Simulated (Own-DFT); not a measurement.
# What a defect does to the pressure of its cell: zincblende GaAs

Source: density functional calculations with Own-DFT, an unreviewed in-house program that is no longer used. Nothing was measured or relaxed, and spin and spin-orbit coupling are left out.

Method: PBE; PseudoDojo norm-conserving scalar-relativistic files; cutoff 42 hartree; 3 x 3 x 3 k mesh centred on Gamma; Fermi-Dirac smearing of 0.1 eV.

Keep in mind (not all hold for every row): not probed for a lower state with spin; forces not confirmed at this smearing and k mesh; stress not checked against mesh or cutoff.

All runs share one cell, with vectors in Å (11.737, 0.000, 0.000); (0.000, 11.737, 0.000); (0.000, 0.000, 10.833) and a volume of 1492.4 Å³, strained against the parent crystal. The atoms are randomly displaced, by u rms on each axis. The defect's site can differ from row to row.

| cell | formula | u (Å) | P (GPa) |
|---|---|---|---|
| no defect | As32Ga32 | 0.0285 | 1.23 |
| no defect | As32Ga32 | 0.0293 | 1.27 |
| no defect | As32Ga32 | 0.0515 | 1.55 |
| one Al on a Ga site | AlAs32Ga31 | 0.0306 | 1.23 |
| one Al on a Ga site | AlAs32Ga31 | 0.0307 | 1.22 |
| one Al on a Ga site | AlAs32Ga31 | 0.0520 | 1.63 |
| one P on an As site | As31Ga32P | 0.0281 | ? |
| one P on an As site | As31Ga32P | 0.0289 | 0.97 |
| one P on an As site | As31Ga32P | 0.0291 | 0.98 |
| one P on an As site | As31Ga32P | 0.0305 | 1.02 |
| one As vacancy and one Ga vacancy | As31Ga31 | 0.0315 | 0.93 |
| one As vacancy and one Ga vacancy | As31Ga31 | 0.0513 | 1.28 |
| one As vacancy and one Ga vacancy | As31Ga31 | 0.0523 | 1.28 |
| one In on a Ga site | As32Ga31In | 0.0472 | 2.16 |
| one In on a Ga site | As32Ga31In | 0.0478 | 2.09 |
| one In on a Ga site | As32Ga31In | 0.0508 | 2.22 |

## Worked fit

P = P0 + c u² + a shift for each defect gives P0 = 1.06 GPa, c = 199 ± 13 GPa/Å² and a scatter of 0.03 GPa. The shifts, and each times the cell's volume:

- one In on a Ga site: 0.63 ± 0.03 GPa, 5.8 eV
- one Al on a Ga site: 0.00 ± 0.03 GPa, 0.0 eV (not resolved)
- one P on an As site: -0.25 ± 0.03 GPa, -2.3 eV
- one As vacancy and one Ga vacancy: -0.32 ± 0.03 GPa, -3.0 eV

Against the defect-free cell, a freed cell would be larger where the shift is positive and smaller where it is negative (160.2 GPa Å³ is 1 eV). The atoms around the defects weren't relaxed, which would change these numbers.

## Check

Asked: what pressure belongs in the blank (one P on an As site, u = 0.0281 Å)?

The fitted form gives 0.97 ± 0.04 GPa. The hidden result is 0.99 GPa.
